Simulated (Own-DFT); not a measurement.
# Point defects and the pressure they add: zincblende GaAs

The numbers are computed, not measured, by runs of the plane-wave DFT program Own-DFT (in-house, retired, unreviewed) at fixed positions, with no spin and no spin-orbit coupling.

Method: PBE; PseudoDojo norm-conserving scalar-relativistic files; cutoff 42 hartree; 3 x 3 x 3 k mesh centred on Gamma; Fermi-Dirac smearing of 0.1 eV.

Known weak points (not all hold for every row): not probed for a lower state with spin; forces not confirmed at this smearing and k mesh; stress not checked against mesh or cutoff.

All runs share one cell, with vectors in Å (11.737, 0.000, 0.000); (0.000, 11.737, 0.000); (0.000, 0.000, 10.919) and a volume of 1504.3 Å³, strained against the parent crystal. Atoms were moved at random from their sites; u is the rms move along one axis. The defect's site can differ from row to row.

```
cell,formula,u (Å),P (GPa)
no defect,As32Ga32,0.0280,0.74
no defect,As32Ga32,0.0483,1.03
no defect,As32Ga32,0.0521,1.02
one As vacancy and one Ga vacancy,As31Ga31,0.0306,0.50
one As vacancy and one Ga vacancy,As31Ga31,0.0312,0.43
one As vacancy and one Ga vacancy,As31Ga31,0.0477,?
one As vacancy and one Ga vacancy,As31Ga31,0.0510,0.72
one P on an As site,As31Ga32P,0.0321,0.56
one P on an As site,As31Ga32P,0.0468,0.79
one P on an As site,As31Ga32P,0.0542,0.98
one In on a Ga site,As32Ga31In,0.0302,1.34
one In on a Ga site,As32Ga31In,0.0302,1.33
one In on a Ga site,As32Ga31In,0.0546,1.74
one Al on a Ga site,AlAs32Ga31,0.0299,0.71
one Al on a Ga site,AlAs32Ga31,0.0496,1.06
one Al on a Ga site,AlAs32Ga31,0.0520,1.08
```

## Fit

P = P0 + c u² + a shift for each defect gives P0 = 0.56 GPa, c = 187 ± 11 GPa/Å² and a scatter of 0.04 GPa. The shifts, and each times the cell's volume:

- one In on a Ga site: 0.61 ± 0.03 GPa, 5.7 eV
- one Al on a Ga site: 0.01 ± 0.03 GPa, 0.1 eV (not resolved)
- one P on an As site: -0.17 ± 0.03 GPa, -1.6 eV
- one As vacancy and one Ga vacancy: -0.29 ± 0.03 GPa, -2.8 eV

A positive shift means that the defect pushes the cell outwards. Shift times volume (160.2 GPa Å³ is 1 eV) depends little on the cell's size, so, taken for each site, it can be compared between cells at like pressure. The atoms around the defects weren't relaxed, which would change these numbers.

## Test on the hidden row

Asked: what pressure belongs in the blank (one As vacancy and one Ga vacancy, u = 0.0477 Å)?

From the fit: 0.69 ± 0.04 GPa. The hidden result is 0.77 GPa.
